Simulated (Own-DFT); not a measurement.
# Strain and stress in beta-Si3N4, 112 atoms (N64Si48)

Source: density functional calculations with Own-DFT, an unreviewed in-house program that is no longer used. Nothing was measured or relaxed, and spin and spin-orbit coupling are left out.

Method: PBE; PseudoDojo norm-conserving scalar-relativistic files; cutoff 42 hartree; 2 x 2 x 4 k mesh centred on Gamma; Fermi-Dirac smearing of 0.1 eV.

Caveats: forces on such cells moved up to 12 meV/angstrom on a denser k mesh; stress not checked against mesh or cutoff.

Unstrained cell vectors in Å: (15.212, 0.000, 0.000); (-7.606, 13.174, 0.000); (0.000, 0.000, 5.818). The unstrained cell has measured lattice constants (interpolated for alloys), not those of this functional. That, the random moves and any unrelaxed bonds set the pressure at no strain. The cell is deformed uniformly in each run, and the atoms keep their fractional places. Each coordinate of each atom was shifted by a normal deviate of width 0.05 Å. Strains are tensor components in per cent; tension counts as positive stress, and P is minus the mean normal stress.

| run | e_xx (%) | e_yy (%) | e_zz (%) | e_yz (%) | e_xz (%) | e_xy (%) | s_xx (GPa) | s_yy (GPa) | s_zz (GPa) | s_yz (GPa) | s_xz (GPa) | s_xy (GPa) | P (GPa) | E (meV/atom) |
|---|---|---|---|---|---|---|---|---|---|---|---|---|---|---|
| 1 | -1.02 | 0.48 | -0.16 | 1.88 | 0.14 | -1.63 | -11.23 | -6.99 | -11.05 | 5.40 | 0.90 | -5.50 | 9.76 | 28.9 |
| 2 | -0.51 | 1.73 | 0.81 | -1.11 | -1.33 | 1.08 | -9.04 | 2.44 | -4.59 | -3.05 | -2.86 | 5.83 | 3.73 | 25.7 |
| 3 | 0.39 | 0.92 | 0.88 | -0.41 | -0.69 | 0.28 | -4.41 | 0.88 | -2.99 | -1.92 | -1.28 | 1.15 | 2.18 | 0.0 |
| 4 | -1.07 | -0.38 | 0.50 | 0.22 | 1.77 | 1.82 | -11.98 | -11.15 | -9.64 | 1.78 | 6.04 | 6.72 | 10.92 | 28.9 |
| 5 | 1.22 | 0.35 | 0.57 | 1.59 | 1.95 | 0.98 | -1.60 | -3.87 | -4.24 | 7.02 | 6.23 | 1.80 | 3.24 | 26.0 |
| 6 | 0.18 | 0.55 | -0.13 | -1.47 | 0.30 | 0.34 | -5.36 | -1.71 | -11.45 | -3.79 | 0.49 | 1.78 | 6.17 | 5.0 |
| 7 | -1.92 | -0.68 | -1.37 | 1.70 | -1.87 | 0.41 | -20.64 | -17.10 | -20.15 | 6.44 | -6.84 | 2.71 | 19.30 | 47.3 |
| 8 | -1.59 | 0.90 | 0.33 | -0.03 | 1.22 | -1.18 | -14.87 | -5.40 | -8.00 | -0.11 | 4.50 | -4.45 | 9.42 | 34.2 |
| 9 | -1.36 | -0.42 | -1.51 | -1.28 | -1.90 | -1.75 | -16.73 | -14.60 | -24.49 | -4.83 | -6.57 | -9.73 | 18.61 | 74.0 |
| 10 | 1.81 | -0.14 | 0.49 | -1.40 | 1.00 | -0.15 | 1.40 | -3.82 | -7.62 | -6.80 | 2.96 | -0.13 | 3.34 | 29.1 |
| 11 | 0.84 | 0.12 | 1.43 | -1.95 | 1.86 | -1.60 | -1.73 | -1.38 | -4.33 | -6.46 | 5.26 | -4.72 | 2.48 | 33.7 |
| 12 | -1.11 | -1.89 | 0.60 | 1.82 | 0.62 | -0.78 | -18.01 | -17.93 | -9.17 | 7.43 | 1.67 | -1.54 | 15.04 | 56.7 |
| 13 | -0.91 | 0.52 | 0.64 | -1.87 | -0.21 | -0.86 | -9.71 | -6.94 | -4.80 | -6.09 | -0.16 | -3.44 | 7.15 | 12.8 |
| 14 | -0.52 | -0.06 | -1.19 | 1.46 | -0.22 | 1.83 | -11.39 | -9.49 | -21.47 | 4.86 | -2.31 | 4.59 | 14.12 | 58.1 |
| 15 | 1.45 | -0.83 | 1.87 | -0.40 | -0.53 | 0.95 | -0.50 | -9.01 | 4.05 | -0.58 | -0.64 | 4.01 | 1.82 | 14.5 |
| 16 | 1.44 | -0.30 | 1.54 | -0.35 | -0.05 | 1.35 | -0.10 | -5.17 | 1.65 | -1.25 | -0.90 | 3.47 | 1.21 | 7.1 |
| 17 | -0.94 | 1.95 | 1.42 | -1.03 | 1.23 | -0.81 | -7.13 | 2.47 | -0.44 | -2.89 | 2.77 | -3.05 | 1.70 | 12.4 |
| 18 | -0.75 | -1.84 | 1.61 | -0.03 | -0.73 | 0.49 | ? | ? | ? | ? | ? | ? | ? | ? |

E is the free energy for each atom above the lowest run shown.

## Worked fit

Regress every stress component on the fractional strains (shears doubled) of the visible runs, with a constant. Shear strains stay in the fit of a normal stress only where such slopes are resolved. The slopes, in GPa:

```
stress  at no strain  per e_xx  per e_yy  per e_zz  scatter
  s_xx          -8.0  503 ± 31  183 ± 33   82 ± 37     1.17
  s_yy          -7.3  206 ± 35  560 ± 38   94 ± 43     1.36
  s_zz         -11.1   42 ± 47   75 ± 51  726 ± 58     1.82
```

The slope of each shear stress on twice its own strain, from a fit on all six strains: yz 170 ± 11, xz 147 ± 11, xy 181 ± 18 GPa. These are stiffnesses along x, y and z of the frame in which the cell vectors are given, with the crystal's c axis along z: C11, C12, C13 and C33. Hexagonal symmetry asks that xx and yy behave alike, which is a second check on the noise. The atoms are held to the strained lattice; where symmetry lets them move under strain, relaxing them would lower some slopes. Slopes across the diagonal should nearly agree, so their difference gauges the noise. A ninth of the table's sum, 275 ± 7 GPa, estimates the bulk modulus near the mean pressure of these runs, 7.7 GPa, so it lies above the value at zero pressure.

## The run left out

Question: what normal stresses and pressure should run 18 give?

From the fit: s_xx = -13.8, s_yy = -17.6, s_zz = -1.1 and P = 10.8 GPa. Computed: -10.76, -15.96, -4.59 and P = 10.44 GPa.
